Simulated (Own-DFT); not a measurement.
Si7Ge (layered order of Si and Ge on the diamond lattice, atoms displaced) (calculated)

A calculation, not a measurement: plane-wave density functional theory by an unreviewed code, no spin, of a simulated periodic cell, stress positive in tension, run twice, with PBE and with PBEsol, both on files made for PBE, so the change isn't that of files made for PBEsol, forces on such cells passed a denser k mesh, this cell's mesh not checked; the far tail of each file's local potential was reset to the Coulomb form; each entry is a single point on an unrelaxed cell, so the pressure reflects the starting lattice, mostly measured values (interpolated for alloys), from which strain is counted, and rises with the displacements; printed positions are rounded, which can move forces by about a meV/angstrom; the program, named Own-DFT, is a retired in-house code; no spin-orbit coupling; stress was not checked against mesh or cutoff. Program: Own-DFT development build.

Entry: Si7Ge (layered order of Si and Ge on the diamond lattice, atoms displaced)

```
CELL_PARAMETERS angstrom
10.91870 0.00000 0.00000
0.00000 10.91870 0.00000
0.00000 0.00000 10.91870
ATOMIC_POSITIONS crystal
Ge 0.00016 0.00324 0.99877
Si 0.99795 0.24947 0.25020
Si 0.25224 0.00260 0.24621
Ge 0.25189 0.25205 0.99736
Si 0.12448 0.12136 0.12512
Si 0.12642 0.37303 0.37670
Si 0.37515 0.12539 0.37070
Si 0.37265 0.37369 0.12032
Si 0.99702 0.00115 0.49654
Si 0.00339 0.25083 0.75035
Si 0.25185 0.00174 0.75469
Si 0.24790 0.24686 0.50466
Si 0.12302 0.12552 0.62582
Si 0.12667 0.37391 0.87121
Si 0.37623 0.12379 0.87422
Si 0.37347 0.37290 0.62244
Ge 0.99919 0.49338 0.99907
Si 0.00154 0.74787 0.25105
Si 0.24637 0.50185 0.24623
Ge 0.24949 0.75082 0.99655
Si 0.12135 0.62439 0.13011
Si 0.12529 0.87375 0.37314
Si 0.37906 0.62712 0.37066
Si 0.37220 0.87326 0.12209
Si 0.99502 0.49848 0.50007
Si 0.99331 0.75245 0.74545
Si 0.24716 0.49868 0.74993
Si 0.24927 0.74477 0.50293
Si 0.12641 0.62589 0.62633
Si 0.12117 0.87539 0.87444
Si 0.37360 0.62961 0.87241
Si 0.37733 0.87125 0.62289
Ge 0.49736 0.99806 0.99989
Si 0.49901 0.24744 0.25289
Si 0.74895 0.00076 0.24922
Ge 0.74822 0.25294 0.00128
Si 0.62712 0.12943 0.12912
Si 0.62185 0.37815 0.36919
Si 0.87259 0.12917 0.37781
Si 0.87433 0.37278 0.12969
Si 0.50512 0.00495 0.50050
Si 0.50194 0.24976 0.74477
Si 0.75001 0.00653 0.74745
Si 0.74910 0.24630 0.49821
Si 0.62451 0.12754 0.62140
Si 0.61999 0.37787 0.87695
Si 0.87333 0.12621 0.87271
Si 0.87564 0.38114 0.62560
Ge 0.49891 0.49819 0.00292
Si 0.49944 0.75117 0.25109
Si 0.74965 0.49805 0.24684
Ge 0.75090 0.74979 0.00299
Si 0.62584 0.62860 0.12762
Si 0.62376 0.87336 0.37830
Si 0.87518 0.62670 0.37705
Si 0.87798 0.87894 0.12757
Si 0.49883 0.50296 0.50110
Si 0.49895 0.75168 0.75133
Si 0.74934 0.49771 0.75369
Si 0.75353 0.75232 0.50202
Si 0.62398 0.62539 0.62229
Si 0.62645 0.87607 0.87393
Si 0.87605 0.62659 0.87482
Si 0.87153 0.88218 0.62080
```

* functional: PBE, then PBEsol
* potential files: PseudoDojo norm-conserving, scalar-relativistic, standard set
* wave cutoff: 42 hartree
* occupations: Fermi-Dirac
* smearing width: 0.1 eV
* k mesh: 3 x 3 x 3 centred on Gamma
* PBE pressure: 2.2 GPa
* PBE stress xx: -2.23 GPa
* PBE stress yy: -2.18 GPa
* PBE stress zz: -2.19 GPa
* PBE stress yz: 0 GPa
* PBE stress xz: 0.34 GPa
* PBE stress xy: -0.2 GPa
* PBEsol pressure: 0.7 GPa
* PBEsol stress xx: -0.73 GPa
* PBEsol stress yy: -0.68 GPa
* PBEsol stress zz: -0.68 GPa
* PBEsol stress yz: 0 GPa
* PBEsol stress xz: 0.34 GPa
* PBEsol stress xy: -0.2 GPa
* rms change of force components from PBE to PBEsol: 0.03 eV/Å

Force:
```tsv
force element	PBE force x (eV/Å)	PBE force y (eV/Å)	PBE force z (eV/Å)	PBEsol force x (eV/Å)	PBEsol force y (eV/Å)	PBEsol force z (eV/Å)
Ge	-0.277	-0.308	-0.118	-0.271	-0.302	-0.116
Si	0.527	-0.197	0.276	0.527	-0.2	0.266
Si	-0.226	-0.684	0.355	-0.219	-0.679	0.347
Ge	-0.484	-0.686	-0.029	-0.472	-0.672	-0.03
Si	0.116	0.977	0.282	0.102	0.962	0.181
Si	-0.256	0.19	-0.102	-0.247	0.189	-0.101
Si	-0.197	-0.148	0.958	-0.201	-0.148	0.951
Si	0.157	0.055	1.511	0.158	0.05	1.393
Si	0.555	0.102	0.002	0.554	0.099	-0.005
Si	-0.704	0.128	-0.312	-0.701	0.126	-0.304
Si	-0.318	-0.568	-0.846	-0.313	-0.567	-0.832
Si	0.25	0.032	-0.818	0.249	0.022	-0.807
Si	0.085	-0.665	0.152	0.077	-0.668	0.154
Si	-0.1	0	0.02	-0.097	-0.001	0.125
Si	0.256	0.461	-0.512	0.262	0.463	-0.404
Si	0.083	0.4	0.26	0.082	0.399	0.258
Ge	0.09	0.607	0.185	0.088	0.59	0.182
Si	-0.462	0.481	0.119	-0.465	0.477	0.113
Si	0.683	-0.461	0.615	0.68	-0.461	0.606
Ge	-0.749	-0.317	0.474	-0.73	-0.308	0.465
Si	0.185	-0.014	-0.88	0.178	-0.014	-0.968
Si	0.326	0.186	0.309	0.33	0.187	0.303
Si	-0.86	-0.515	0.437	-0.851	-0.511	0.425
Si	0.263	0.068	0.786	0.258	0.06	0.673
Si	1.011	0.492	-0.182	1.007	0.487	-0.186
Si	0.533	0.129	0.124	0.519	0.129	0.117
Si	0.607	0.298	-0.154	0.607	0.292	-0.147
Si	0.348	0.596	-0.768	0.344	0.582	-0.763
Si	-0.876	-0.409	-0.038	-0.872	-0.407	-0.03
Si	0.069	-0.021	-0.764	0.066	-0.022	-0.661
Si	0.187	-0.958	-0.231	0.171	-0.941	-0.135
Si	-0.275	0.838	0.163	-0.272	0.833	0.152
Ge	0.712	0.405	0.287	0.693	0.393	0.28
Si	-0.164	0.762	-0.695	-0.166	0.756	-0.694
Si	0.09	-0.063	0.562	0.087	-0.067	0.556
Ge	0.069	-0.101	-0.272	0.067	-0.098	-0.264
Si	-0.532	-0.707	-0.109	-0.515	-0.684	-0.204
Si	0.196	-0.313	0.893	0.194	-0.305	0.882
Si	0.201	-0.667	-0.719	0.199	-0.66	-0.718
Si	0.079	0.103	-0.179	0.078	0.1	-0.277
Si	-0.971	-0.743	-0.343	-0.963	-0.729	-0.339
Si	-0.351	0.168	0.619	-0.346	0.165	0.619
Si	-0.357	-0.505	0.11	-0.358	-0.499	0.113
Si	-0.143	1.505	0.192	-0.145	1.498	0.193
Si	0.318	0.055	0.407	0.316	0.055	0.407
Si	0.404	-0.521	-0.835	0.386	-0.51	-0.721
Si	0.192	0.466	-0.146	0.195	0.463	-0.046
Si	-0.46	-1.207	0.231	-0.459	-1.198	0.234
Ge	-0.192	1.09	-0.195	-0.187	1.063	-0.189
Si	0.12	0.421	-0.301	0.12	0.427	-0.31
Si	0.088	0.692	0.487	0.092	0.688	0.475
Ge	0.233	0.453	-0.245	0.227	0.443	-0.238
Si	-0.244	-0.516	0.275	-0.236	-0.502	0.177
Si	0.36	0.325	-0.336	0.355	0.317	-0.331
Si	-0.237	-0.303	-0.355	-0.24	-0.299	-0.357
Si	-0.154	-0.368	0.317	-0.142	-0.359	0.22
Si	-0.023	-0.381	-0.504	-0.028	-0.379	-0.492
Si	0.502	-0.117	-0.361	0.502	-0.116	-0.347
Si	-0.232	0.609	-0.269	-0.232	0.6	-0.255
Si	-0.59	-0.258	-0.234	-0.579	-0.259	-0.227
Si	0.353	0.084	0.72	0.352	0.087	0.712
Si	0.121	0.083	-0.395	0.123	0.084	-0.297
Si	-0.165	-0.338	-0.32	-0.161	-0.334	-0.22
Si	0.229	-0.202	0.439	0.224	-0.188	0.438
```
